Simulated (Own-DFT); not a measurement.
Simulation results for GaN (wurtzite, strained, atoms displaced), SiC (4H silicon carbide, atoms displaced)

A calculation, not a measurement: plane-wave PBE density functional theory by an unreviewed code, no spin, of a simulated periodic cell, stress positive in tension, free energy of the whole cell less one offset for each atom, forces on such cells passed a denser k mesh, this cell's mesh not checked; offsets are fitted by least squares, one for each functional and potential file, so energies compare only between cells with the same atoms and settings and are not formation energies; the far tail of each file's local potential was reset to the Coulomb form; each entry is a single point on an unrelaxed cell, so the pressure reflects the starting lattice, mostly measured values (interpolated for alloys), from which strain is counted, and rises with the displacements; printed positions are rounded, which can move forces by about a meV/angstrom; the program, named Own-DFT, is a retired in-house code; no spin-orbit coupling. Program: Own-DFT development build.

Common to all runs: functional PBE.

(1) 
```cif
# cell vector a (Å): 12.7560 0.0000 0.0000
# cell vector b (Å): -4.7835 8.2853 0.0000
# cell vector c (Å): 0.0000 0.0000 10.6811
data_GaN
_symmetry_space_group_name_H-M 'P 1'
_symmetry_Int_Tables_number 1
_cell_length_a 12.7560
_cell_length_b 9.5670
_cell_length_c 10.6811
_cell_angle_alpha 90.000
_cell_angle_beta 90.000
_cell_angle_gamma 120.000
_cell_volume 1128.86
loop_
_atom_site_label
_atom_site_type_symbol
_atom_site_fract_x
_atom_site_fract_y
_atom_site_fract_z
_atom_site_occupancy
Ga1 Ga 0.09075 0.21833 0.00158 1
Ga2 Ga 0.17108 0.11780 0.24868 1
N1 N 0.08147 0.21922 0.19571 1
N2 N 0.16659 0.11286 0.44439 1
Ga3 Ga 0.08452 0.21949 0.49814 1
Ga4 Ga 0.17465 0.11663 0.75015 1
N3 N 0.08654 0.22244 0.69249 1
N4 N 0.16638 0.11437 0.94606 1
Ga5 Ga 0.07453 0.54458 0.99919 1
Ga6 Ga 0.17782 0.45449 0.24552 1
N5 N 0.08802 0.55515 0.19475 1
N6 N 0.16597 0.45347 0.43237 1
Ga7 Ga 0.08391 0.55702 0.50485 1
Ga8 Ga 0.16533 0.43863 0.75404 1
N7 N 0.08646 0.55859 0.68345 1
N8 N 0.16701 0.45193 0.94254 1
Ga9 Ga 0.07655 0.88559 0.00260 1
Ga10 Ga 0.16912 0.78702 0.24991 1
N9 N 0.09123 0.89592 0.18980 1
N10 N 0.16355 0.77063 0.43439 1
Ga11 Ga 0.07917 0.89282 0.50052 1
Ga12 Ga 0.16798 0.77062 0.74857 1
N11 N 0.08133 0.87927 0.69067 1
N12 N 0.16234 0.76530 0.93040 1
Ga13 Ga 0.33535 0.22645 0.00657 1
Ga14 Ga 0.41668 0.10873 0.24894 1
N13 N 0.33246 0.21636 0.19233 1
N14 N 0.42569 0.12243 0.43784 1
Ga15 Ga 0.32917 0.22367 0.49427 1
Ga16 Ga 0.41995 0.11937 0.74332 1
N15 N 0.33509 0.22484 0.68579 1
N16 N 0.41548 0.10628 0.93972 1
Ga17 Ga 0.33886 0.56364 0.99418 1
Ga18 Ga 0.41449 0.45251 0.25304 1
N17 N 0.32761 0.55897 0.19777 1
N18 N 0.41643 0.44123 0.43379 1
Ga19 Ga 0.33630 0.56383 0.49614 1
Ga20 Ga 0.41907 0.43961 0.75000 1
N19 N 0.33646 0.55374 0.68805 1
N20 N 0.42526 0.44615 0.93528 1
Ga21 Ga 0.32549 0.87837 0.99819 1
Ga22 Ga 0.40692 0.76942 0.24448 1
N21 N 0.33400 0.89165 0.19129 1
N22 N 0.42267 0.78303 0.43437 1
Ga23 Ga 0.33880 0.89473 0.49820 1
Ga24 Ga 0.41544 0.77651 0.73999 1
N23 N 0.33952 0.89071 0.69031 1
N24 N 0.41493 0.77406 0.93410 1
Ga25 Ga 0.57638 0.21933 0.00377 1
Ga26 Ga 0.65917 0.11339 0.24921 1
N25 N 0.58059 0.22060 0.18504 1
N26 N 0.66589 0.11361 0.44375 1
Ga27 Ga 0.58428 0.22072 0.50227 1
Ga28 Ga 0.66761 0.11542 0.74274 1
N27 N 0.58783 0.21776 0.68613 1
N28 N 0.66755 0.11185 0.94426 1
Ga29 Ga 0.58554 0.55261 0.99842 1
Ga30 Ga 0.66294 0.44560 0.25257 1
N29 N 0.57578 0.54604 0.19799 1
N30 N 0.66887 0.44721 0.43526 1
Ga31 Ga 0.58655 0.55808 0.49734 1
Ga32 Ga 0.66711 0.44079 0.75112 1
N31 N 0.58731 0.55772 0.69203 1
N32 N 0.66347 0.44305 0.94364 1
Ga33 Ga 0.58342 0.89014 0.00760 1
Ga34 Ga 0.67090 0.77553 0.25624 1
N33 N 0.58848 0.89849 0.18285 1
N34 N 0.66099 0.77010 0.43642 1
Ga35 Ga 0.58853 0.89041 0.49439 1
Ga36 Ga 0.67104 0.77267 0.75656 1
N35 N 0.58242 0.88387 0.69148 1
N36 N 0.67186 0.78879 0.93779 1
Ga37 Ga 0.83387 0.21495 0.99940 1
Ga38 Ga 0.91137 0.11372 0.24530 1
N37 N 0.83600 0.22609 0.18804 1
N38 N 0.92025 0.11380 0.42921 1
Ga39 Ga 0.82801 0.20925 0.50367 1
Ga40 Ga 0.91554 0.11380 0.75393 1
N39 N 0.82860 0.21544 0.68210 1
N40 N 0.91614 0.11442 0.93982 1
Ga41 Ga 0.83389 0.55302 0.00249 1
Ga42 Ga 0.92260 0.44554 0.25257 1
N41 N 0.82806 0.54808 0.18735 1
N42 N 0.91748 0.43948 0.44440 1
Ga43 Ga 0.82789 0.54985 0.50376 1
Ga44 Ga 0.92165 0.44998 0.74694 1
N43 N 0.83611 0.55885 0.68950 1
N44 N 0.91730 0.44711 0.94593 1
Ga45 Ga 0.83336 0.88229 0.00055 1
Ga46 Ga 0.91710 0.78189 0.25413 1
N45 N 0.84056 0.89065 0.18792 1
N46 N 0.92714 0.78666 0.43445 1
Ga47 Ga 0.83328 0.88727 0.49342 1
Ga48 Ga 0.91931 0.77295 0.74655 1
N47 N 0.83770 0.89942 0.68063 1
N48 N 0.91759 0.77050 0.94349 1
_calc_potential_files 'PseudoDojo norm-conserving, scalar-relativistic, standard set with the stringent files for Ga'
_calc_wave_cutoff 96  # hartree
_calc_occupations 'Gaussian'
_calc_smearing_width 0.01  # eV
_calc_k_mesh '3 x 4 x 3 centred on Gamma'
_calc_free_energy_of_cell_above_offsets '-5.475'  # eV
_calc_pressure 1.73  # GPa
_calc_stress_xx -6.11  # GPa
_calc_stress_yy -4.07  # GPa
_calc_stress_zz 4.99  # GPa
_calc_stress_yz -0.26  # GPa
_calc_stress_xz -0.27  # GPa
_calc_stress_xy 0  # GPa
```

Force:
```tsv
element	x (eV/Å)	y (eV/Å)	z (eV/Å)
Ga	-2.899	1.536	1.114
Ga	-0.836	-0.695	0.705
N	0.422	0.839	-1.185
N	0.293	-0.365	-1.134
Ga	-1.063	1.523	0.209
Ga	-0.997	-1.322	0.559
N	-0.416	-0.41	-0.589
N	2.037	-1.117	-1.6
Ga	1.134	1.463	1.476
Ga	-4.052	-2.966	1.788
N	-0.798	0.803	-1.366
N	1.342	-0.968	0.809
Ga	-0.116	-0.31	-1.228
Ga	0.314	0.989	-0.164
N	0.311	-1.132	0.926
N	1.236	-1.36	-0.524
Ga	1.928	0.255	0.144
Ga	0.326	-1.537	0.568
N	-1.388	-0.395	-0.526
N	0.096	1.884	0.721
Ga	2.483	-0.285	0.795
Ga	0.052	1.129	0.13
N	0.555	1.515	-0.458
N	-0.663	0.88	1.067
Ga	0.488	-0.659	-0.307
Ga	0.155	0.513	0.582
N	-0.038	1.599	-0.437
N	-1.243	-1.036	-0.179
Ga	1.278	0.156	0.572
Ga	0.503	-1.215	1.218
N	0.339	-0.185	-0.505
N	-0.976	0.115	-0.619
Ga	-0.209	-1.176	0.327
Ga	0.282	-1.278	0.012
N	3.845	0.169	-3.011
N	-0.272	0.885	0.806
Ga	-0.268	-1.001	0.477
Ga	-0.383	1.188	-0.08
N	-0.434	-0.444	-0.31
N	-1.544	-0.35	0.477
Ga	0.288	0.539	-0.097
Ga	1.267	2.685	1.124
N	-0.009	-0.422	-1.042
N	-0.35	0.038	-0.219
Ga	-0.673	-0.447	0.006
Ga	1.127	-0.236	1.293
N	-1.444	0.564	-1.04
N	0.303	1.087	0.216
Ga	1.319	-0.171	-0.497
Ga	1.658	0.3	0.282
N	-0.497	0.656	0.66
N	0.27	-0.572	-1.379
Ga	-0.017	0.867	-0.065
Ga	0.928	-2.101	2.055
N	-1.799	1.423	-0.237
N	-0.557	0.242	-1.082
Ga	-0.408	1.38	1.004
Ga	1.009	-0.693	-0.335
N	0.221	1.628	-1.609
N	-0.286	-0.389	0.652
Ga	-0.58	-1.271	0.887
Ga	0.043	0.207	0.53
N	0.218	-0.826	-0.926
N	1.154	-0.254	-1.085
Ga	-0.217	0.305	-1.786
Ga	-0.767	0.29	-1.522
N	-0.108	-1.708	1.842
N	1.108	1.164	-0.119
Ga	-0.912	-0.113	1.406
Ga	-0.755	1.442	-0.798
N	0.732	0.441	-0.936
N	0.055	-1.515	0.552
Ga	-1.395	1.005	0.798
Ga	1.213	0.017	0.524
N	-1.19	-0.256	-0.23
N	-0.597	-0.768	0.958
Ga	0.924	1.407	-1.069
Ga	0.476	-0.159	-0.182
N	0.83	1.316	1.173
N	1.732	-0.883	-0.365
Ga	-0.6	-0.561	0.654
Ga	-0.592	0.048	0.572
N	0.407	0.96	0.591
N	-0.901	0.032	-0.261
Ga	1.605	0.565	-0.701
Ga	-0.126	-0.889	0.518
N	-0.444	-1.073	-0.255
N	-0.693	-1.484	-1.948
Ga	0.045	0.838	0.196
Ga	1.408	-0.847	-0.703
N	-1.414	-0.282	-0.19
N	-2.33	-1.79	0.259
Ga	0.244	0.642	0.511
Ga	-1.047	1.356	0.835
N	0.403	-1.406	0.604
N	-1.102	0.436	-1.286
```

(2) 
```cif
# cell vector a (Å): 6.1654 0.0000 0.0000
# cell vector b (Å): -3.0827 5.3394 0.0000
# cell vector c (Å): 0.0000 0.0000 10.0681
data_SiC
_symmetry_space_group_name_H-M 'P 1'
_symmetry_Int_Tables_number 1
_cell_length_a 6.1654
_cell_length_b 6.1654
_cell_length_c 10.0681
_cell_angle_alpha 90.000
_cell_angle_beta 90.000
_cell_angle_gamma 120.000
_cell_volume 331.44
loop_
_atom_site_label
_atom_site_type_symbol
_atom_site_fract_x
_atom_site_fract_y
_atom_site_fract_z
_atom_site_occupancy
Si1 Si 0.98125 0.97901 0.39645 1
Si2 Si 0.14271 0.34148 0.16815 1
C1 C 0.98604 0.99652 0.09564 1
C2 C 0.15244 0.31234 0.34949 1
Si3 Si 0.99006 0.52500 0.39542 1
Si4 Si 0.15553 0.82899 0.15975 1
C3 C 0.02630 0.49903 0.10214 1
C4 C 0.15546 0.84448 0.33899 1
Si5 Si 0.48522 0.98352 0.42434 1
Si6 Si 0.66922 0.30468 0.15377 1
C5 C 0.51134 0.99228 0.10372 1
C6 C 0.67714 0.33436 0.34516 1
Si7 Si 0.51293 0.51886 0.41154 1
Si8 Si 0.66771 0.80344 0.15590 1
C7 C 0.48780 0.49880 0.08225 1
C8 C 0.66664 0.85819 0.34367 1
Si9 Si 0.01778 0.02277 0.89060 1
Si10 Si 0.85928 0.66315 0.66998 1
C9 C 0.99101 0.00742 0.59248 1
C10 C 0.82245 0.64925 0.83173 1
Si11 Si 0.02263 0.50197 0.91006 1
Si12 Si 0.81850 0.17172 0.64614 1
C11 C 0.00872 0.51528 0.58824 1
C12 C 0.79500 0.12814 0.84632 1
Si13 Si 0.49174 0.02585 0.90901 1
Si14 Si 0.30970 0.65284 0.66165 1
C13 C 0.48946 0.00567 0.59881 1
C14 C 0.32242 0.66129 0.84994 1
Si15 Si 0.49158 0.50367 0.90746 1
Si16 Si 0.35953 0.16811 0.65613 1
C15 C 0.48218 0.46558 0.58099 1
C16 C 0.30134 0.14809 0.82960 1
_calc_potential_files 'PseudoDojo norm-conserving, scalar-relativistic, standard set'
_calc_wave_cutoff 42  # hartree
_calc_occupations 'Fermi-Dirac'
_calc_smearing_width 0.1  # eV
_calc_hardware 'one NVIDIA H100'
_calc_k_mesh '5 x 5 x 3 centred on Gamma'
_calc_free_energy_of_cell_above_offsets '5.017'  # eV
_calc_pressure 10.9  # GPa
_calc_stress_xx -14.26  # GPa
_calc_stress_yy -5.42  # GPa
_calc_stress_zz -13.03  # GPa
_calc_stress_yz 1.01  # GPa
_calc_stress_xz 2.31  # GPa
_calc_stress_xy -0.29  # GPa
_calc_wall_time 117.5  # s
```

Force:
```tsv
element	x (eV/Å)	y (eV/Å)	z (eV/Å)
Si	-0.64	3.624	3.738
Si	7.592	-4.641	1.25
C	2.042	0.562	-1.352
C	-0.158	3.543	-0.463
Si	3.313	-2.761	2.11
Si	1.101	1.656	-1.704
C	-7.259	2.942	-3.649
C	2.581	-0.755	0.916
Si	-0.791	2.469	-4.309
Si	-1.419	3.383	1.374
C	-1.981	-1.876	-2.153
C	-2.826	-0.779	-0.347
Si	-0.746	-2.336	-3.093
Si	-2.086	2.097	-0.254
C	1.381	-2.481	3.025
C	-0.372	-3.717	-0.219
Si	-5.971	-5.525	3.771
Si	-3.619	1.833	-7.025
C	1.353	-1.639	-0.066
C	0.44	0.225	7.492
Si	-4.62	-2.337	0.722
Si	2.725	-0.206	1.572
C	-0.761	-1.635	-0.628
C	1.986	4.126	-1.784
Si	0.423	-3.197	1.512
Si	3.441	0.349	-0.48
C	3.254	-3.897	-0.321
C	1.665	2.015	-1.852
Si	1.341	-0.068	-2.111
Si	-6.878	0.948	-1.227
C	0.218	3.827	4.205
C	5.271	4.25	1.351
```
